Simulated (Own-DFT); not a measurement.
AlGa$_{3}$N$_{4}$ (wurtzite random alloy, strained, atoms displaced) (calculated)

All values are calculated (Own-DFT development build). A calculation, not a measurement: plane-wave PBE density functional theory by an unreviewed code, no spin, of a simulated periodic cell, stress positive in tension, free energy of the whole cell less one offset for each atom, forces on such cells passed a denser k mesh, this cell's mesh not checked; offsets are fitted by least squares, one for each functional and potential file, so energies compare only between cells with the same atoms and settings and are not formation energies; the far tail of each file's local potential was reset to the Coulomb form; each entry is a single point on an unrelaxed cell, so the pressure reflects the starting lattice, mostly measured values, from which strain is counted, and rises with the displacements; printed positions are rounded, which can move forces by about a meV/angstrom; the program is a retired in-house code; no spin-orbit coupling.

Settings shared by all entries: functional PBE; k mesh 4 x 4 x 3 centred on Gamma.

(1) AlGa$_{3}$N$_{4}$ (wurtzite random alloy, strained, atoms displaced)

```cif
# cell vector a (Å): 9.2715 0.0000 0.0000
# cell vector b (Å): -4.6358 8.0294 0.0000
# cell vector c (Å): 0.0000 0.0000 10.2685
data_AlGa3N4
_symmetry_space_group_name_H-M 'P 1'
_symmetry_Int_Tables_number 1
_cell_length_a 9.2715
_cell_length_b 9.2716
_cell_length_c 10.2685
_cell_angle_alpha 90.000
_cell_angle_beta 90.000
_cell_angle_gamma 120.000
_cell_volume 764.43
loop_
_atom_site_label
_atom_site_type_symbol
_atom_site_fract_x
_atom_site_fract_y
_atom_site_fract_z
_atom_site_occupancy
Ga1 Ga 0.10793 0.22287 0.99928 1
Ga2 Ga 0.22011 0.10388 0.24685 1
N1 N 0.10228 0.21385 0.19268 1
N2 N 0.21173 0.10053 0.43278 1
Al1 Al 0.09689 0.20990 0.49613 1
Ga3 Ga 0.21879 0.10562 0.75345 1
N3 N 0.10759 0.22056 0.68627 1
N4 N 0.21717 0.11643 0.93469 1
Ga4 Ga 0.10943 0.54929 0.00180 1
Ga5 Ga 0.21376 0.44272 0.24784 1
N5 N 0.11498 0.56028 0.19061 1
N6 N 0.21810 0.44072 0.43843 1
Ga6 Ga 0.11932 0.56370 0.49825 1
Al2 Al 0.22216 0.43325 0.75438 1
N7 N 0.10173 0.55267 0.68828 1
N8 N 0.20109 0.43339 0.93432 1
Ga7 Ga 0.10865 0.88212 0.00606 1
Ga8 Ga 0.22883 0.78028 0.26036 1
N9 N 0.10830 0.89040 0.18764 1
N10 N 0.22169 0.77713 0.44281 1
Ga9 Ga 0.11382 0.89233 0.49686 1
Al3 Al 0.22587 0.77785 0.75211 1
N11 N 0.10265 0.88093 0.68193 1
N12 N 0.22284 0.78536 0.93971 1
Ga10 Ga 0.44876 0.22749 0.98974 1
Ga11 Ga 0.56011 0.11165 0.25952 1
N13 N 0.45265 0.21432 0.19916 1
N14 N 0.55634 0.11982 0.43309 1
Ga12 Ga 0.44822 0.22196 0.50029 1
Ga13 Ga 0.55132 0.11337 0.75865 1
N15 N 0.44199 0.21924 0.68910 1
N16 N 0.54853 0.09848 0.94980 1
Ga14 Ga 0.45307 0.56467 0.00400 1
Ga15 Ga 0.55653 0.44369 0.24426 1
N17 N 0.44662 0.55607 0.18561 1
N18 N 0.55384 0.44599 0.43913 1
Ga16 Ga 0.45095 0.55525 0.49872 1
Al4 Al 0.55311 0.44829 0.74999 1
N19 N 0.44308 0.55469 0.68786 1
N20 N 0.56188 0.45056 0.93810 1
Ga17 Ga 0.44415 0.89113 0.99952 1
Al5 Al 0.55366 0.78186 0.24399 1
N21 N 0.43965 0.88637 0.18270 1
N22 N 0.55647 0.78199 0.43718 1
Ga18 Ga 0.44936 0.89197 0.50623 1
Ga19 Ga 0.54962 0.78067 0.75308 1
N23 N 0.45400 0.90054 0.69160 1
N24 N 0.56157 0.78558 0.93411 1
Al6 Al 0.79219 0.22704 0.99580 1
Ga20 Ga 0.88533 0.11240 0.24647 1
N25 N 0.78247 0.21972 0.19453 1
N26 N 0.88975 0.11782 0.43613 1
Ga21 Ga 0.77299 0.21415 0.49404 1
Ga22 Ga 0.89608 0.10354 0.75338 1
N27 N 0.76791 0.21679 0.68301 1
N28 N 0.88856 0.11931 0.93975 1
Ga23 Ga 0.78629 0.56724 0.00382 1
Ga24 Ga 0.88855 0.44373 0.25030 1
N29 N 0.78018 0.56348 0.19355 1
N30 N 0.90655 0.45411 0.43744 1
Ga25 Ga 0.77209 0.54545 0.49963 1
Al7 Al 0.88723 0.43372 0.75249 1
N31 N 0.77892 0.56211 0.69050 1
N32 N 0.90282 0.45281 0.94084 1
Ga26 Ga 0.78480 0.89543 0.00437 1
Ga27 Ga 0.88919 0.77325 0.24890 1
N33 N 0.77984 0.89221 0.18598 1
N34 N 0.89058 0.77737 0.43607 1
Al8 Al 0.77438 0.88251 0.49792 1
Al9 Al 0.89075 0.78118 0.74392 1
N35 N 0.79353 0.90614 0.68614 1
N36 N 0.88499 0.77340 0.93410 1
```

* potential files: PseudoDojo norm-conserving, scalar-relativistic, standard set with the stringent files for Ga
* wave cutoff: 96 hartree
* occupations: Gaussian
* smearing width: 0.01 eV
* free energy of cell above offsets: -5.451 eV
* pressure: 18.88 GPa
* stress xx: -21.78 GPa
* stress yy: -22.42 GPa
* stress zz: -12.43 GPa
* stress yz: -0.72 GPa
* stress xz: 0.63 GPa
* stress xy: 1.14 GPa

Force:
| element | x (eV/Å) | y (eV/Å) | z (eV/Å) |
| --- | --- | --- | --- |
| Ga | 0.482 | -0.53 | 1.677 |
| Ga | 0.145 | 1.739 | 0.539 |
| N | 1.444 | 1.292 | -1.499 |
| N | 0.092 | 2.821 | 0.634 |
| Al | 1.756 | 1.809 | 0.604 |
| Ga | -0.353 | -0.339 | -1.417 |
| N | 1.299 | 0.794 | -1.073 |
| N | 1.247 | -0.985 | 1.091 |
| Ga | 0.697 | 2.925 | 1.018 |
| Ga | 1.566 | -0.616 | 1.09 |
| N | -0.872 | 0.168 | -0.801 |
| N | 1.151 | -0.735 | -0.007 |
| Ga | 0.627 | -1.605 | 1.925 |
| Al | -1.533 | 1.316 | -1.406 |
| N | 1.988 | 0.422 | 1.088 |
| N | 3.238 | 1.699 | -0.706 |
| Ga | -0.81 | 1.269 | -0.907 |
| Ga | -0.922 | 0.007 | -1.173 |
| N | 1.089 | -1.467 | 0.102 |
| N | 1.072 | 1.875 | -0.388 |
| Ga | -0.573 | -1.441 | 0.973 |
| Al | -1.162 | -0.533 | -0.425 |
| N | 1.658 | 0.443 | 1.446 |
| N | 0.953 | -1.543 | -1.619 |
| Ga | -0.341 | -0.867 | 2.124 |
| Ga | 0.879 | -1.169 | -2.676 |
| N | -2.483 | 1.457 | -2.472 |
| N | 0.58 | -1.741 | 2.098 |
| Ga | -2.296 | 0.048 | 0.257 |
| Ga | 1.059 | 0.641 | 0.242 |
| N | -0.565 | 1.542 | 0.266 |
| N | 1.472 | 4.912 | -1.869 |
| Ga | -1.017 | -0.792 | -1.192 |
| Ga | -0.362 | -0.725 | 1.117 |
| N | -0.766 | 0.774 | 0.789 |
| N | 0.887 | -0.979 | -1.182 |
| Ga | -2.351 | 0.11 | 0.294 |
| Al | 1.216 | -0.045 | -0.156 |
| N | -0.396 | -0.265 | 0.745 |
| N | -0.234 | -0.048 | -0.984 |
| Ga | -0.068 | -2.521 | 0.968 |
| Al | 0.553 | -0.333 | 0.695 |
| N | 1.361 | 0.152 | 1.542 |
| N | 0.702 | -0.01 | -1.097 |
| Ga | -0.568 | 0.34 | -0.364 |
| Ga | 2.049 | -0.135 | -0.879 |
| N | -1.896 | -1.874 | -0.287 |
| N | -0.057 | -0.561 | 0.971 |
| Al | -3.345 | 0.511 | 1.75 |
| Ga | 1.363 | -1.177 | 1.758 |
| N | -2.045 | 1.333 | -2.843 |
| N | 0.43 | -2.93 | -0.227 |
| Ga | 0.181 | 2.243 | 1.453 |
| Ga | -2.211 | 3.222 | 0.574 |
| N | 0.952 | 0.85 | 1.254 |
| N | 0.81 | -1.606 | -0.661 |
| Ga | 0.319 | -2.057 | 0.027 |
| Ga | 0.245 | 0.4 | 0.552 |
| N | 0.578 | -2.288 | -1.625 |
| N | -2.569 | -1.812 | -0.454 |
| Ga | 1.358 | 1.307 | 0.622 |
| Al | -0.889 | 1.152 | -0.756 |
| N | -0.09 | -1.571 | 0.495 |
| N | -3.208 | -2.504 | -1.185 |
| Ga | -0.159 | -0.333 | -0.965 |
| Ga | -0.729 | 2.235 | 1.465 |
| N | -0.963 | -1.362 | 0.754 |
| N | -1.327 | -0.241 | 0.342 |
| Al | 0.638 | 1.324 | 0.127 |
| Al | -0.372 | -0.577 | 0.593 |
| N | -0.702 | -5.071 | -1.715 |
| N | 0.1 | 2.254 | -1.055 |

(2) AlGa$_{3}$N$_{4}$ (wurtzite random alloy, strained, atoms displaced)

```cif
# cell vector a (Å): 9.2715 0.0000 0.0000
# cell vector b (Å): -4.6358 8.0294 0.0000
# cell vector c (Å): 0.0000 0.0000 10.2685
data_AlGa3N4
_symmetry_space_group_name_H-M 'P 1'
_symmetry_Int_Tables_number 1
_cell_length_a 9.2715
_cell_length_b 9.2716
_cell_length_c 10.2685
_cell_angle_alpha 90.000
_cell_angle_beta 90.000
_cell_angle_gamma 120.000
_cell_volume 764.43
loop_
_atom_site_label
_atom_site_type_symbol
_atom_site_fract_x
_atom_site_fract_y
_atom_site_fract_z
_atom_site_occupancy
Ga1 Ga 0.10826 0.21655 0.00435 1
Ga2 Ga 0.22726 0.10783 0.24479 1
N1 N 0.10406 0.21709 0.19292 1
N2 N 0.22091 0.11768 0.44219 1
Al1 Al 0.11478 0.23266 0.50071 1
Ga3 Ga 0.21765 0.11188 0.74663 1
N3 N 0.10391 0.22431 0.70239 1
N4 N 0.22077 0.10591 0.93770 1
Ga4 Ga 0.10294 0.55185 0.00271 1
Ga5 Ga 0.22720 0.44058 0.25110 1
N5 N 0.11578 0.55827 0.19373 1
N6 N 0.22474 0.44097 0.43827 1
Ga6 Ga 0.10399 0.54591 0.50459 1
Ga7 Ga 0.21811 0.43788 0.74271 1
N7 N 0.10584 0.55617 0.68814 1
N8 N 0.23560 0.45183 0.93085 1
Ga8 Ga 0.11490 0.88591 0.99385 1
Ga9 Ga 0.21651 0.77693 0.24939 1
N9 N 0.10331 0.88530 0.19240 1
N10 N 0.22156 0.77348 0.44574 1
Ga10 Ga 0.11140 0.88665 0.50129 1
Ga11 Ga 0.22195 0.77615 0.74748 1
N11 N 0.10169 0.88442 0.68669 1
N12 N 0.21900 0.78327 0.94063 1
Ga12 Ga 0.44659 0.22604 0.00233 1
Ga13 Ga 0.56263 0.11971 0.24823 1
N13 N 0.45169 0.21781 0.19195 1
N14 N 0.55306 0.11026 0.44264 1
Ga14 Ga 0.44907 0.22307 0.49231 1
Ga15 Ga 0.56104 0.11195 0.75274 1
N15 N 0.45458 0.21760 0.68611 1
N16 N 0.55269 0.11201 0.94550 1
Ga16 Ga 0.44143 0.54998 0.99750 1
Al2 Al 0.55450 0.44094 0.24637 1
N17 N 0.44740 0.55694 0.19806 1
N18 N 0.55271 0.44302 0.45021 1
Al3 Al 0.44910 0.55824 0.50283 1
Ga17 Ga 0.55636 0.44473 0.74908 1
N19 N 0.44630 0.56638 0.68681 1
N20 N 0.56343 0.45083 0.93419 1
Al4 Al 0.45022 0.88131 0.00662 1
Al5 Al 0.54970 0.78452 0.25576 1
N21 N 0.43695 0.88512 0.18859 1
N22 N 0.56069 0.77663 0.44111 1
Ga18 Ga 0.44899 0.89161 0.50250 1
Ga19 Ga 0.55330 0.77519 0.74808 1
N23 N 0.45344 0.88770 0.68428 1
N24 N 0.55031 0.76547 0.94041 1
Ga20 Ga 0.77636 0.22653 0.01290 1
Ga21 Ga 0.87844 0.10132 0.24830 1
N25 N 0.77242 0.22024 0.19081 1
N26 N 0.88303 0.10359 0.44204 1
Al6 Al 0.78026 0.23113 0.48740 1
Ga22 Ga 0.88771 0.11056 0.74854 1
N27 N 0.77708 0.22080 0.68479 1
N28 N 0.89662 0.11642 0.93631 1
Ga23 Ga 0.77625 0.55399 0.99202 1
Ga24 Ga 0.88661 0.43992 0.24767 1
N29 N 0.78725 0.57816 0.19345 1
N30 N 0.88704 0.44316 0.44138 1
Al7 Al 0.78706 0.56210 0.49968 1
Al8 Al 0.88893 0.45200 0.75517 1
N31 N 0.76987 0.55454 0.69180 1
N32 N 0.88782 0.44712 0.92902 1
Ga25 Ga 0.77104 0.88736 0.99339 1
Ga26 Ga 0.88376 0.78606 0.25293 1
N33 N 0.77931 0.87760 0.18864 1
N34 N 0.88706 0.76948 0.44105 1
Al9 Al 0.76420 0.88462 0.49697 1
Ga27 Ga 0.87766 0.76511 0.75054 1
N35 N 0.78020 0.88465 0.70102 1
N36 N 0.87816 0.76988 0.94117 1
```

* potential files: PseudoDojo norm-conserving, scalar-relativistic, standard set with the stringent files for Ga
* wave cutoff: 96 hartree
* occupations: Gaussian
* smearing width: 0.01 eV
* free energy of cell above offsets: -4.881 eV
* pressure: 19.09 GPa
* stress xx: -23.01 GPa
* stress yy: -24.29 GPa
* stress zz: -9.97 GPa
* stress yz: -0.04 GPa
* stress xz: -0.81 GPa
* stress xy: 0.29 GPa

Force:
| element | x (eV/Å) | y (eV/Å) | z (eV/Å) |
| --- | --- | --- | --- |
| Ga | 0.771 | 1.211 | -0.445 |
| Ga | -1.261 | -0.039 | 1.577 |
| N | 0.58 | 0.166 | -0.657 |
| N | -0.211 | -0.456 | -0.519 |
| Al | -0.174 | -2.444 | 0.549 |
| Ga | 1.531 | -0.373 | 0.22 |
| N | 1.715 | -0.988 | -3.926 |
| N | 0.054 | 1.258 | 0.058 |
| Ga | 1.691 | 0.68 | -0.358 |
| Ga | -0.928 | 0.058 | 0.334 |
| N | -0.327 | -1.637 | -1.021 |
| N | 0.143 | 1.039 | 0.908 |
| Ga | 0.932 | 1.128 | -0.518 |
| Ga | -0.003 | 2.858 | 1.435 |
| N | -0.287 | -0.896 | 0.605 |
| N | -2.792 | -1.701 | 0.757 |
| Ga | -3.212 | 0.461 | 1.814 |
| Ga | -0.245 | 0.3 | 1.533 |
| N | 0.859 | 0.636 | -1.18 |
| N | 0.425 | -0.038 | -1.171 |
| Ga | -0.534 | 0.795 | -0.134 |
| Ga | 0.163 | 1.075 | 0.416 |
| N | 0.766 | 0.29 | 0.615 |
| N | 4.002 | -1.713 | -0.805 |
| Ga | -0.568 | -0.253 | -0.638 |
| Ga | -0.567 | -3.252 | 2.068 |
| N | -2.097 | 2.489 | -0.915 |
| N | 2.063 | 0.381 | -1.958 |
| Ga | -1.4 | -0.349 | 2.006 |
| Ga | 0.298 | -0.578 | 0.534 |
| N | -2.618 | 0.525 | -0.012 |
| N | 1.372 | -1.59 | -0.105 |
| Ga | 1.09 | 0.137 | 1.863 |
| Al | 0.603 | 1.538 | 1.448 |
| N | 0.78 | 0.477 | -1.004 |
| N | 1.132 | 1.98 | -2.285 |
| Al | -0.434 | -0.505 | -0.161 |
| Ga | -1.475 | -1.166 | -0.52 |
| N | 0.318 | -2.895 | -1.331 |
| N | -1.374 | -1.776 | 0.469 |
| Al | -1.745 | 0.567 | -1.079 |
| Al | 1.556 | -1.26 | -0.405 |
| N | 1.545 | 0.737 | -0.167 |
| N | -1.738 | -0.979 | -1.492 |
| Ga | -0.504 | -0.715 | -0.243 |
| Ga | 0.702 | 1.054 | 1.523 |
| N | -1.87 | 0.491 | 1.059 |
| N | -1.333 | 2.129 | -0.363 |
| Ga | 0.676 | -0.513 | -3.407 |
| Ga | 1.136 | -0.077 | 1.033 |
| N | 1.766 | 0.593 | 0.249 |
| N | -0.079 | 1.281 | -0.084 |
| Al | 0.21 | -2.502 | 2.694 |
| Ga | -1.549 | -0.529 | 0.554 |
| N | 0.327 | 1.953 | -0.845 |
| N | -2.102 | -0.523 | 0.939 |
| Ga | 0.511 | 0.601 | 2.559 |
| Ga | -0.522 | 2.564 | 0.899 |
| N | -0.089 | -5.624 | -1.405 |
| N | -0.791 | 0.416 | -1.108 |
| Al | -1.44 | -1.79 | 0.828 |
| Al | 0.049 | -1.645 | -2.398 |
| N | 2.582 | -1.254 | -2.101 |
| N | 0.466 | -0.965 | 1.73 |
| Ga | 1.098 | 0.372 | 0.849 |
| Ga | 3.348 | -0.565 | 2.334 |
| N | -5.931 | 2.437 | -1.443 |
| N | -1.582 | 1.747 | 0.209 |
| Al | 3.667 | 0.82 | 2.064 |
| Ga | 1.041 | 1.864 | 1.136 |
| N | -1.378 | 0.658 | -2.837 |
| N | 1.193 | 1.825 | -0.832 |

(3) AlGa$_{3}$N$_{4}$ (wurtzite random alloy, strained, atoms displaced)

```cif
# cell vector a (Å): 9.3666 0.0000 0.0000
# cell vector b (Å): -4.6833 8.1117 0.0000
# cell vector c (Å): 0.0000 0.0000 10.2685
data_AlGa3N4
_symmetry_space_group_name_H-M 'P 1'
_symmetry_Int_Tables_number 1
_cell_length_a 9.3666
_cell_length_b 9.3666
_cell_length_c 10.2685
_cell_angle_alpha 90.000
_cell_angle_beta 90.000
_cell_angle_gamma 120.000
_cell_volume 780.19
loop_
_atom_site_label
_atom_site_type_symbol
_atom_site_fract_x
_atom_site_fract_y
_atom_site_fract_z
_atom_site_occupancy
Ga1 Ga 0.12137 0.22260 0.00404 1
Al1 Al 0.21094 0.10204 0.24907 1
N1 N 0.10342 0.21004 0.19308 1
N2 N 0.22122 0.10242 0.43603 1
Ga2 Ga 0.09847 0.22593 0.49992 1
Ga3 Ga 0.21241 0.11233 0.74998 1
N3 N 0.11223 0.22645 0.68548 1
N4 N 0.22041 0.11451 0.94147 1
Ga4 Ga 0.11366 0.56184 0.00579 1
Ga5 Ga 0.22891 0.44081 0.25048 1
N5 N 0.11268 0.54861 0.18689 1
N6 N 0.21637 0.43988 0.44216 1
Al2 Al 0.11478 0.56012 0.50325 1
Ga6 Ga 0.21038 0.43183 0.75513 1
N7 N 0.11471 0.55118 0.69099 1
N8 N 0.21623 0.44077 0.94260 1
Ga7 Ga 0.10841 0.88884 0.00027 1
Ga8 Ga 0.22094 0.77974 0.25082 1
N9 N 0.11612 0.88978 0.18909 1
N10 N 0.22799 0.78261 0.43999 1
Ga9 Ga 0.10963 0.88187 0.50013 1
Ga10 Ga 0.22572 0.78300 0.75804 1
N11 N 0.10906 0.88408 0.69402 1
N12 N 0.22523 0.78372 0.94651 1
Al3 Al 0.43895 0.21808 0.99674 1
Al4 Al 0.56441 0.12339 0.24872 1
N13 N 0.44039 0.21146 0.19591 1
N14 N 0.55251 0.11139 0.43622 1
Ga11 Ga 0.44739 0.22385 0.48793 1
Ga12 Ga 0.56120 0.11896 0.74755 1
N15 N 0.43930 0.22106 0.69044 1
N16 N 0.54778 0.10429 0.93785 1
Ga13 Ga 0.45860 0.56728 0.00020 1
Ga14 Ga 0.56135 0.44738 0.24663 1
N17 N 0.43969 0.56227 0.18040 1
N18 N 0.55911 0.44550 0.43780 1
Ga15 Ga 0.44176 0.55267 0.51119 1
Ga16 Ga 0.55630 0.44563 0.74454 1
N19 N 0.44658 0.55791 0.69319 1
N20 N 0.56189 0.44798 0.93860 1
Ga17 Ga 0.43709 0.88487 0.00759 1
Ga18 Ga 0.55269 0.77746 0.24704 1
N21 N 0.44631 0.88455 0.19054 1
N22 N 0.56119 0.78419 0.43350 1
Al5 Al 0.43560 0.88980 0.49892 1
Ga19 Ga 0.56273 0.77647 0.75446 1
N23 N 0.44129 0.89002 0.68601 1
N24 N 0.55629 0.77415 0.93667 1
Ga20 Ga 0.78799 0.23199 0.00542 1
Al6 Al 0.88382 0.11218 0.24456 1
N25 N 0.77466 0.21973 0.17709 1
N26 N 0.88583 0.11148 0.44153 1
Ga21 Ga 0.76238 0.21937 0.50222 1
Al7 Al 0.88685 0.10233 0.75635 1
N27 N 0.77370 0.20945 0.69787 1
N28 N 0.88608 0.12010 0.94061 1
Ga22 Ga 0.77992 0.54953 0.99175 1
Al8 Al 0.89029 0.44431 0.24198 1
N29 N 0.79455 0.55919 0.18566 1
N30 N 0.88132 0.43945 0.43557 1
Al9 Al 0.76577 0.54906 0.50236 1
Ga23 Ga 0.88910 0.44574 0.75624 1
N31 N 0.77369 0.56031 0.68690 1
N32 N 0.90029 0.44410 0.93886 1
Ga24 Ga 0.78400 0.90222 0.00243 1
Ga25 Ga 0.89555 0.78051 0.25682 1
N33 N 0.77458 0.88234 0.19728 1
N34 N 0.90312 0.78096 0.43212 1
Ga26 Ga 0.78655 0.88577 0.50539 1
Ga27 Ga 0.88851 0.77444 0.75698 1
N35 N 0.78810 0.89364 0.69680 1
N36 N 0.89344 0.77984 0.92812 1
```

* potential files: PseudoDojo norm-conserving, scalar-relativistic, standard set
* wave cutoff: 42 hartree
* occupations: Fermi-Dirac
* smearing width: 0.1 eV
* free energy of cell above offsets: 8.747 eV
* pressure: 14.08 GPa
* stress xx: -15.94 GPa
* stress yy: -14.5 GPa
* stress zz: -11.79 GPa
* stress yz: 0.16 GPa
* stress xz: -0.73 GPa
* stress xy: -0.06 GPa

Force:
| element | x (eV/Å) | y (eV/Å) | z (eV/Å) |
| --- | --- | --- | --- |
| Ga | -2.497 | 0.779 | 0.656 |
| Al | 1.308 | 0.793 | 1.164 |
| N | -0.055 | 0.387 | -0.063 |
| N | -1.185 | 1.015 | -0.517 |
| Ga | 2.131 | -1.209 | -0.021 |
| Ga | 1.588 | -0.555 | -0.246 |
| N | -1.485 | -2.124 | 0.48 |
| N | 1.647 | -0.687 | -0.693 |
| Ga | 1.223 | -0.239 | -0.577 |
| Ga | -1.087 | -0.437 | 0.514 |
| N | -0.954 | 0.23 | 1.514 |
| N | 0.056 | 1.985 | -0.534 |
| Al | -0.673 | -0.72 | -0.284 |
| Ga | 0.962 | 2.052 | 0.763 |
| N | -1.378 | 1.003 | -0.995 |
| N | 1.111 | 0.895 | -0.113 |
| Ga | -0.012 | 0.19 | 0.355 |
| Ga | 1.159 | -0.849 | 0.256 |
| N | -0.894 | 0.329 | -0.609 |
| N | -0.007 | -2.06 | -0.219 |
| Ga | 0.717 | 1.47 | 1.51 |
| Ga | 0.556 | -0.702 | -0.474 |
| N | -0.213 | 0.545 | -0.799 |
| N | -0.737 | -0.956 | -0.931 |
| Al | 1.134 | 0.477 | 0.557 |
| Al | -0.042 | -2.226 | 0.109 |
| N | -1.207 | 0.982 | -1.67 |
| N | 0.214 | -1.581 | -1.293 |
| Ga | -1.743 | -0.657 | 1.703 |
| Ga | -1.646 | -1.807 | 1.138 |
| N | 0.046 | 0.23 | -1.023 |
| N | -0.067 | 1.435 | 0.678 |
| Ga | -0.997 | -2.37 | -0.669 |
| Ga | -0.292 | 0.092 | -0.357 |
| N | 1.972 | -1.314 | 1.272 |
| N | -0.846 | 0.812 | -0.386 |
| Ga | -0.288 | 0.903 | -1.767 |
| Ga | -0.478 | -0.93 | 1.19 |
| N | -0.785 | -0.557 | 0.232 |
| N | -0.598 | -1.845 | -0.063 |
| Ga | 1.769 | 1.001 | -0.668 |
| Ga | 0.694 | -0.198 | 1.384 |
| N | -1.332 | 2.244 | 0.472 |
| N | -0.798 | -0.591 | 1.849 |
| Al | 2.472 | 0.32 | 0.548 |
| Ga | -1.451 | 0.973 | -0.977 |
| N | 0.986 | -0.108 | -0.576 |
| N | -0.184 | 2.304 | 0.579 |
| Ga | -2.006 | -1.279 | -2.8 |
| Al | 0.3 | -0.832 | 1.474 |
| N | 0.288 | 0.549 | 4.295 |
| N | -1.309 | -0.63 | -1.756 |
| Ga | 2.387 | 0.271 | 0.882 |
| Al | -0.223 | 1.858 | -0.239 |
| N | 1.512 | 1.834 | -1.207 |
| N | 2.272 | -0.793 | -1.054 |
| Ga | 0.144 | 1.279 | 1.182 |
| Al | 0.97 | -0.457 | 1.563 |
| N | -1.491 | -0.306 | -0.435 |
| N | 0.341 | 1.508 | -0.071 |
| Al | 2.324 | 1.23 | -0.582 |
| Ga | 0.381 | -0.541 | -1.645 |
| N | 1.435 | -0.844 | -0.978 |
| N | -1.386 | 0.753 | -0.209 |
| Ga | 0.147 | -1.638 | 0.382 |
| Ga | -0.343 | -0.396 | -2.099 |
| N | 0.587 | 1.82 | -1.493 |
| N | -2.158 | -2.349 | 2.61 |
| Ga | -1.109 | 0.411 | -0.63 |
| Ga | 0.331 | 0.4 | -2.707 |
| N | -0.483 | -0.411 | -1.031 |
| N | -0.724 | -0.161 | 4.148 |
